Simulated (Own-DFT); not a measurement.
# PBE and PBEsol under strain: beta-Si3N4, 42 atoms (N24Si18)

Source: density functional calculations with Own-DFT, an unreviewed in-house program that is no longer used. Nothing was measured or relaxed, and spin and spin-orbit coupling are left out.

Known weak points: forces on such cells passed a denser k mesh, each cell not checked; stress not checked against mesh or cutoff.

Each geometry was run with PBE and with PBEsol, otherwise alike: PseudoDojo norm-conserving scalar-relativistic files made for PBE; cutoff 42 hartree; 3 x 3 x 3 k mesh centred on Gamma; Fermi-Dirac smearing of 0.1 eV. Unstrained cell vectors in Å: (7.606, 0.000, 0.000); (-3.803, 6.587, 0.000); (0.000, 0.000, 8.727). Each has a uniform strain, of which the change of volume is shown, and random moves of rms u per axis.

| run | volume change (%) | u (Å) | P with PBE (GPa) | P with PBEsol (GPa) |
|---|---|---|---|---|
| 1 | 0.06 | 0.0472 | 7.95 | 5.54 |
| 2 | -2.85 | 0.0535 | 17.00 | 14.53 |
| 3 | 1.90 | 0.0520 | 3.99 | 1.62 |
| 4 | -3.24 | 0.0531 | 18.75 | 16.29 |
| 5 | -1.60 | 0.0511 | 12.39 | 9.95 |
| 6 | -0.69 | 0.0480 | 9.14 | 6.72 |
| 7 | 0.51 | 0.0524 | 6.25 | 3.83 |
| 8 | 0.91 | 0.0463 | 5.74 | 3.35 |
| 9 | 1.28 | 0.0529 | 4.97 | 2.58 |
| 10 | 2.33 | 0.0443 | 1.46 | -0.92 |
| 11 | -2.10 | 0.0497 | 13.51 | 11.06 |
| 12 | 1.66 | 0.0486 | 4.47 | ? |

Question: by how much does PBEsol shrink this cell, and what belongs in the blank?

## Solution

Write v for the change of volume as a fraction. Fitted to v and u², the PBE pressure has a slope of -277 ± 13 GPa in v, with the ions held to the strained lattice. The difference PBEsol less PBE is -2.41 + 1.7 v GPa (slope ± 0.1) and averages -2.42 GPa. Divided by the mean slope of the two, 276 GPa, that makes PBEsol's volume at a given pressure, near 8 GPa, about 0.9 % smaller, or 0.29 % in lengths. At one volume PBEsol's slope is the smaller by 2 GPa, but its pressure there is lower too. If stiffness rises by about 4 GPa for each GPa, PBEsol at equal pressure is stiffer by about 8 GPa. Files made for PBEsol would give a different shift.

For run 12 the line gives 2.09 GPa. DFT gave 2.10 GPa.
